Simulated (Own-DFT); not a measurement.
## Calculated data, Si3N4 (beta silicon nitride, strained, atoms displaced)

A calculation, not a measurement: plane-wave PBE density functional theory by an unreviewed code, no spin, of a simulated periodic cell, stress positive in tension, free energy of the whole cell less one offset for each atom, forces on such cells moved up to 12 meV/angstrom on a denser k mesh; offsets are fitted by least squares, one for each functional and potential file, so energies compare only between cells with the same atoms and settings and are not formation energies; the far tail of each file's local potential was reset to the Coulomb form; each entry is a single point on an unrelaxed cell, so the pressure reflects the starting lattice, mostly measured values (interpolated for alloys), from which strain is counted, and rises with the displacements; printed positions are rounded, which can move forces by about a meV/angstrom; the program, named Own-DFT, is a retired in-house code; no spin-orbit coupling; before rounding, a Quantum ESPRESSO 7.3.1 run of the same cell and cutoff gave forces within 1 meV/angstrom rms on each cell, which checks the program and not the settings. Program: Own-DFT development build.

```yaml
- formula: Si3N4
  kind: "beta silicon nitride, strained, atoms displaced"
  structure:
    cell_angstrom:
      - [15.1256, -0.2031, -0.23]
      - [-7.7387, 13.2033, 0.0708]
      - [-0.088, -0.0195, 5.7295]
    atoms_fractional:
      - [Si, 0.08274, 0.38395, 0.13426]
      - [Si, 0.11287, 0.20318, 0.12238]
      - [Si, 0.30154, 0.41352, 0.11802]
      - [Si, 0.4153, 0.117, 0.38163]
      - [Si, 0.38471, 0.30244, 0.37409]
      - [Si, 0.20134, 0.08715, 0.37358]
      - ["N", 0.16688, 0.01335, 0.12133]
      - ["N", 0.48437, 0.14395, 0.12115]
      - ["N", 0.34942, 0.33762, 0.12257]
      - ["N", 0.33189, 0.47737, 0.37629]
      - ["N", 0.01975, 0.35342, 0.38197]
      - ["N", 0.15621, 0.17215, 0.37742]
      - ["N", 0.16399, 0.32654, 0.12514]
      - ["N", 0.33391, 0.16882, 0.3791]
      - [Si, 0.08807, 0.39016, 0.62366]
      - [Si, 0.11196, 0.20474, 0.61306]
      - [Si, 0.29909, 0.41392, 0.62105]
      - [Si, 0.41204, 0.11634, 0.86781]
      - [Si, 0.38183, 0.2926, 0.88043]
      - [Si, 0.20501, 0.09167, 0.85939]
      - ["N", 0.16857, 0.01935, 0.61763]
      - ["N", 0.47913, 0.15572, 0.62691]
      - ["N", 0.34946, 0.33035, 0.62361]
      - ["N", 0.34155, 0.49058, 0.88549]
      - ["N", 0.01672, 0.35084, 0.89441]
      - ["N", 0.14937, 0.15914, 0.88636]
      - ["N", 0.16012, 0.33118, 0.61581]
      - ["N", 0.33588, 0.16769, 0.87641]
      - [Si, 0.08704, 0.88199, 0.1048]
      - [Si, 0.10984, 0.69449, 0.14361]
      - [Si, 0.29636, 0.90593, 0.13319]
      - [Si, 0.41519, 0.61742, 0.36914]
      - [Si, 0.38702, 0.80123, 0.38038]
      - [Si, 0.19933, 0.58568, 0.37546]
      - ["N", 0.16167, 0.51434, 0.12365]
      - ["N", 0.4899, 0.65356, 0.13431]
      - ["N", 0.35117, 0.83434, 0.13153]
      - ["N", 0.3353, 0.98944, 0.37607]
      - ["N", 0.00958, 0.84773, 0.36115]
      - ["N", 0.15553, 0.66904, 0.37927]
      - ["N", 0.16459, 0.82791, 0.12227]
      - ["N", 0.33587, 0.66533, 0.35468]
      - [Si, 0.08016, 0.88173, 0.6317]
      - [Si, 0.11215, 0.70759, 0.63187]
      - [Si, 0.29899, 0.91532, 0.62804]
      - [Si, 0.41117, 0.61505, 0.87781]
      - [Si, 0.38241, 0.79897, 0.87451]
      - [Si, 0.20558, 0.59011, 0.8714]
      - ["N", 0.16341, 0.51425, 0.62153]
      - ["N", 0.4823, 0.64894, 0.63033]
      - ["N", 0.35116, 0.83656, 0.61812]
      - ["N", 0.33302, 0.98019, 0.87617]
      - ["N", 0.01235, 0.84657, 0.88475]
      - ["N", 0.15389, 0.66646, 0.86886]
      - ["N", 0.17262, 0.83748, 0.61414]
      - ["N", 0.33071, 0.66655, 0.87503]
      - [Si, 0.58336, 0.37791, 0.12619]
      - [Si, 0.61739, 0.20188, 0.11561]
      - [Si, 0.79354, 0.40532, 0.13242]
      - [Si, 0.91589, 0.11436, 0.37666]
      - [Si, 0.87996, 0.29554, 0.39053]
      - [Si, 0.70346, 0.08468, 0.37253]
      - ["N", 0.6654, 0.01886, 0.12502]
      - ["N", 0.98797, 0.15428, 0.11757]
      - ["N", 0.85483, 0.3399, 0.1336]
      - ["N", 0.84451, 0.49593, 0.38161]
      - ["N", 0.51494, 0.3521, 0.35364]
      - ["N", 0.6541, 0.168, 0.3809]
      - ["N", 0.67528, 0.33713, 0.12965]
      - ["N", 0.83204, 0.1665, 0.3802]
      - [Si, 0.58496, 0.38791, 0.62668]
      - [Si, 0.61376, 0.20379, 0.63552]
      - [Si, 0.80196, 0.41633, 0.62509]
      - [Si, 0.9094, 0.10978, 0.86241]
      - [Si, 0.8843, 0.29806, 0.87899]
      - [Si, 0.71137, 0.08512, 0.86383]
      - ["N", 0.66889, 0.01029, 0.62624]
      - ["N", 0.99027, 0.1532, 0.62894]
      - ["N", 0.85026, 0.33463, 0.63282]
      - ["N", 0.82736, 0.47941, 0.86522]
      - ["N", 0.51946, 0.34694, 0.86411]
      - ["N", 0.65422, 0.16783, 0.87674]
      - ["N", 0.67108, 0.34777, 0.63229]
      - ["N", 0.8346, 0.16848, 0.86942]
      - [Si, 0.58579, 0.87987, 0.13885]
      - [Si, 0.61669, 0.70341, 0.13012]
      - [Si, 0.79837, 0.91314, 0.13701]
      - [Si, 0.90933, 0.61557, 0.371]
      - [Si, 0.88151, 0.79279, 0.36269]
      - [Si, 0.69591, 0.58426, 0.37897]
      - ["N", 0.66463, 0.51287, 0.12543]
      - ["N", 0.98223, 0.64709, 0.1357]
      - ["N", 0.85711, 0.83615, 0.13782]
      - ["N", 0.83362, 0.98413, 0.37467]
      - ["N", 0.51564, 0.84809, 0.37646]
      - ["N", 0.6482, 0.65912, 0.3806]
      - ["N", 0.66907, 0.83503, 0.1117]
      - ["N", 0.83646, 0.66203, 0.37796]
      - [Si, 0.58455, 0.87985, 0.62046]
      - [Si, 0.62139, 0.70905, 0.61407]
      - [Si, 0.80082, 0.91559, 0.62097]
      - [Si, 0.91281, 0.6174, 0.86425]
      - [Si, 0.88347, 0.80051, 0.8746]
      - [Si, 0.69796, 0.58386, 0.87538]
      - ["N", 0.66649, 0.51861, 0.60783]
      - ["N", 0.9855, 0.65405, 0.63665]
      - ["N", 0.84878, 0.83263, 0.62652]
      - ["N", 0.83327, 0.981, 0.88097]
      - ["N", 0.51506, 0.84733, 0.85045]
      - ["N", 0.6461, 0.6676, 0.88436]
      - ["N", 0.67059, 0.83466, 0.62662]
      - ["N", 0.82652, 0.66498, 0.88135]
  settings:
    functional: PBE
    potential_files: "PseudoDojo norm-conserving, scalar-relativistic, standard set"
    "wave_cutoff [hartree]": 42.0
    occupations: Fermi-Dirac
    "smearing_width [eV]": 0.1
    k_mesh: "2 x 2 x 4 centred on Gamma"
  results:
    "free_energy_of_cell_above_offsets [eV]": "-5.949"
    "pressure [GPa]": 15.64
    "stress_xx [GPa]": -13.96
    "stress_yy [GPa]": -12.62
    "stress_zz [GPa]": -20.36
    "stress_yz [GPa]": -0.29
    "stress_xz [GPa]": -4.08
    "stress_xy [GPa]": -5.82
    force_element: [Si, Si, Si, Si, Si, Si, "N", "N", "N", "N", "N", "N", "N", "N", Si, Si, Si, Si, Si, Si, "N", "N", "N", "N", "N", "N", "N", "N", Si, Si, Si, Si, Si, Si, "N", "N", "N", "N", "N", "N", "N", "N", Si, Si, Si, Si, Si, Si, "N", "N", "N", "N", "N", "N", "N", "N", Si, Si, Si, Si, Si, Si, "N", "N", "N", "N", "N", "N", "N", "N", Si, Si, Si, Si, Si, Si, "N", "N", "N", "N", "N", "N", "N", "N", Si, Si, Si, Si, Si, Si, "N", "N", "N", "N", "N", "N", "N", "N", Si, Si, Si, Si, Si, Si, "N", "N", "N", "N", "N", "N", "N", "N"]
    "force_x [eV/angstrom]": [4.325, 3.815, -3.161, -2.914, 0.657, 0.435, -0.293, 0.412, 1.924, 0.503, -4.004, -0.494, -0.625, 0.576, 1.285, 5.796, -0.686, -0.918, 0.374, 0.536, -0.763, 4.2, -1.552, -0.415, -2.072, -2.781, 1.729, -0.036, 3.013, 0.691, -1.872, -1.046, -0.159, 1.414, 0.16, -1.748, 0.646, 0.721, 2.822, -0.276, -0.441, -1.587, 2.342, 3.58, 0.713, 0.146, 0.874, -2.252, 0.389, 1.575, -0.477, 0.473, -1.739, -1.515, -3.961, 2.638, 3.491, -0.138, 3.948, -1.348, 1.919, -1.568, 0.201, -3.554, 0.771, 0.088, -1.119, -0.595, -6.613, 2.443, 2.095, 0.279, -0.647, 0.377, 0.84, -4.045, -0.249, -4.693, -0.908, 1.232, -3.074, 1.25, 0.273, 2.502, 0.541, 0.912, 1.332, 2.564, 2.04, 3.833, -0.72, -0.022, -4.98, 0.467, -0.46, -1.956, -0.574, -5.872, 3.079, -1.087, 0.357, -2.51, -0.004, -0.825, -1.138, -0.348, -0.904, 0.424, -1.365, 2.091, -1.194, 2.182]
    "force_y [eV/angstrom]": [0.422, -0.693, -1.482, 0.18, -2.817, 0.963, 0.36, 1.135, -0.977, 3.847, -2.143, -1.169, 4.625, 0.633, -2.561, 0.947, -2.223, -1.99, 1.54, -1.86, -3.316, 1.399, 1.972, -2.943, -0.89, 2.166, 2.225, -0.662, 1.67, 1.958, 2.4, -1.647, -3.383, 1.135, 0.431, -0.541, 0.33, -2.099, 1.164, -0.621, -0.263, 0.887, 1.102, 0.089, 0.299, 3.146, -1.072, -1.743, 2.062, 1.034, 0.572, 1.982, -0.849, 0.322, -1.219, 1.566, 2.348, 0.527, 7.107, 2.039, 0.332, 1.284, -2.959, -2.613, -1.221, -7.843, -0.701, -0.362, -5.24, -0.186, 0.44, 2.315, -0.223, 2.567, 0.452, -0.17, 0.236, -3.056, 0.713, 3.66, -1.181, -1.203, -4.666, 0.13, 1.676, 0.521, -1.819, 2.616, -2.731, 1.321, -0.748, 0.2, 2.729, 1.913, -0.16, 2.465, -0.723, 2.31, 1.085, -2.544, -2.099, -2.033, -3.079, 0.829, -2.717, 0.294, 1.149, 1.005, -0.496, -1.267, 0.699, 1.68]
    "force_z [eV/angstrom]": [0.915, -0.219, 1.103, -3.925, -0.458, -1.982, -0.971, 0.744, -1.196, -1.347, -0.512, -0.23, -0.493, -0.515, 3.438, 1.993, 1.984, 2.172, -0.543, 3.004, 0.936, 1.192, 1.242, -2.091, -5.037, -1.839, 0.878, 0.205, 6.77, -3.993, -0.595, 1.433, -0.376, -0.845, -0.19, -0.89, -1.302, 0.028, 1.463, 2.505, -0.043, 1.104, -3.072, -0.337, -1.653, -0.162, -0.248, 0.846, 0.869, -0.738, 0.793, 1.369, -5.018, 1.742, 0.555, -0.272, -2.094, 2.448, -0.844, -1.805, -1.723, 1.541, -1.352, 0.991, -0.276, -0.588, 4.007, 0.473, 0.339, -0.117, -2.924, -2.044, -2.114, 1.97, 1.733, 1.912, -1.403, -0.303, -0.54, 4.04, 1.92, -0.826, -0.832, -0.013, -4.239, -0.505, -2.384, 0.921, 5.182, -4.005, -0.323, -2.204, -4.886, 0.934, -1.245, -0.625, 1.344, 0.046, 0.937, 2.931, 1.341, 3.438, 1.253, 0.104, 5.208, -2.283, -1.981, -0.605, 5.157, -1.867, -0.983, -0.43]
```
